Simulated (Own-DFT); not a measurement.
# Response to strain: 2H SiC, 32 atoms (C16Si16)

These are calculations, not measurements. The program, named Own-DFT, is a retired in-house plane-wave density functional code that no person has reviewed. Each row is one single-point run on a periodic cell that was not relaxed, without spin or spin-orbit coupling.

Settings of every run: PBE; PseudoDojo norm-conserving scalar-relativistic files; cutoff 42 hartree; 5 x 5 x 3 k mesh centred on Gamma; Fermi-Dirac smearing of 0.1 eV.

Known limits: forces on such cells passed a denser k mesh, each cell not checked; stress not checked against mesh or cutoff.

Unstrained cell vectors in Å: (6.165, 0.000, 0.000); (-3.083, 5.339, 0.000); (0.000, 0.000, 10.068). The unstrained cell has measured lattice constants (interpolated for alloys), not those of this functional. That, the random moves and any unrelaxed bonds set the pressure at no strain. Each run strains this cell uniformly, with the atoms carried along. Every atom was also moved at random, by a Gaussian of width 0.05 Å on each axis. Strain is the symmetric tensor, in per cent. Stress is positive in tension, and the pressure is minus a third of its trace.

```
run  e_xx (%)  e_yy (%)  e_zz (%)  e_yz (%)  e_xz (%)  e_xy (%)  s_xx (GPa)  s_yy (GPa)  s_zz (GPa)  s_yz (GPa)  s_xz (GPa)  s_xy (GPa)  P (GPa)  E (meV/atom)
  1     -0.36     -0.94      0.93      1.40     -1.77      0.07       -7.50       -7.99       -3.56        4.12       -6.85       -0.46     6.35          29.1
  2     -0.38      0.91     -1.66      1.17     -0.63      0.10       -6.78        2.16      -20.59        3.11       -1.44        0.11     8.40          38.9
  3      1.35      0.22      1.74     -0.96      0.28     -1.45        2.51       -1.22        3.77       -2.53        0.13       -7.68    -1.69          14.7
  4      1.93      0.41     -0.52      1.31     -1.87      0.00        6.79       -0.82      -10.58        4.32       -6.95        1.34     1.53          39.6
  5      0.57     -1.50      0.97     -1.56      1.61     -1.37       -4.43       -8.76       -2.28       -3.66        3.65       -3.62     5.16          47.4
  6     -0.53      1.35     -1.17     -1.95     -1.39      0.31       -8.69        1.75      -11.54       -6.37       -4.67        0.22     6.16          32.0
  7      0.03     -1.90     -0.05      0.80      0.23     -1.49       -6.19      -14.76      -10.64        2.12        0.68       -8.27    10.53          49.9
  8      1.47     -0.56      1.77      0.71     -1.66     -1.36        3.29       -6.33        3.13        2.81       -4.95       -7.28    -0.03          32.9
  9     -1.86     -0.75      1.33     -1.30     -0.13      1.23      -14.92       -9.76        0.98       -4.53        0.88        6.08     7.90          14.1
 10      0.11      0.65      0.21     -0.32     -0.61      0.12       -5.32       -1.19       -4.23       -0.06       -0.86        2.49     3.58          40.6
 11     -1.40      0.01     -0.84      0.12      1.06     -1.62      -13.01       -5.44      -12.78        1.70        4.54       -8.63    10.41          19.4
 12     -0.92      1.70      0.48      0.55      0.86      1.24       -7.13        3.30       -3.99        0.93        2.76        6.31     2.61          38.4
 13      0.56      1.16     -0.97      0.90      0.58     -0.69       -1.56        2.91      -11.51        1.72        1.75       -4.97     3.39           9.1
 14      1.50      0.56      1.84     -0.88     -1.92      0.14        4.51        0.22        5.37       -2.55       -6.07        0.31    -3.36           0.0
 15      0.57     -1.99      1.57     -0.10      0.92     -0.94       -2.02      -13.22        0.75       -1.23        3.00       -5.31     4.83           9.2
 16     -0.28      0.93      1.05     -0.40     -0.72      0.17       -2.62        0.53       -1.89       -1.92       -2.27        1.92     1.32          10.6
 17     -0.30      1.35     -1.64     -0.38     -1.29     -0.38       -5.74        3.51      -16.53       -0.34       -4.70        0.05     6.25           9.2
 18      1.72      0.89      0.46      1.97     -0.74      1.10           ?           ?           ?           ?           ?           ?        ?             ?
```

E is the free energy for each atom above the lowest run shown.

## Worked fit

Each stress component was fitted by least squares to a constant and the strains of the runs shown, as fractions, with shears doubled. Shear strains stay in the fit of a normal stress only where such slopes are resolved. The slopes, in GPa:

```
stress  at no strain  per e_xx  per e_yy  per e_zz  scatter
  s_xx          -5.0  532 ± 30  106 ± 29   62 ± 29     1.18
  s_yy          -3.8   93 ± 26  493 ± 26  -16 ± 25     1.05
  s_zz          -7.7   13 ± 36  101 ± 35  644 ± 35     1.44
```

Each shear stress against twice its own strain: yz 144 ± 10, xz 157 ± 12, xy 272 ± 32 GPa. These are stiffnesses along x, y and z of the frame in which the cell vectors are given, which need not be the crystal's axes. The atoms are held to the strained lattice; where symmetry lets them move under strain, relaxing them would lower some slopes. The table should be nearly symmetric about its diagonal, and what it lacks of that shows the noise. A ninth of its sum, 225 ± 5 GPa, estimates the bulk modulus near the mean pressure of these runs, 4.3 GPa, so it lies above the value at zero pressure.

## Withheld run

Question: what normal stresses and pressure should run 18 give?

The fit gives s_xx = 5.4, s_yy = 2.1, s_zz = -3.6 and P = -1.3 GPa. The calculation gave 5.97, 0.75, -2.82 and P = -1.30 GPa.
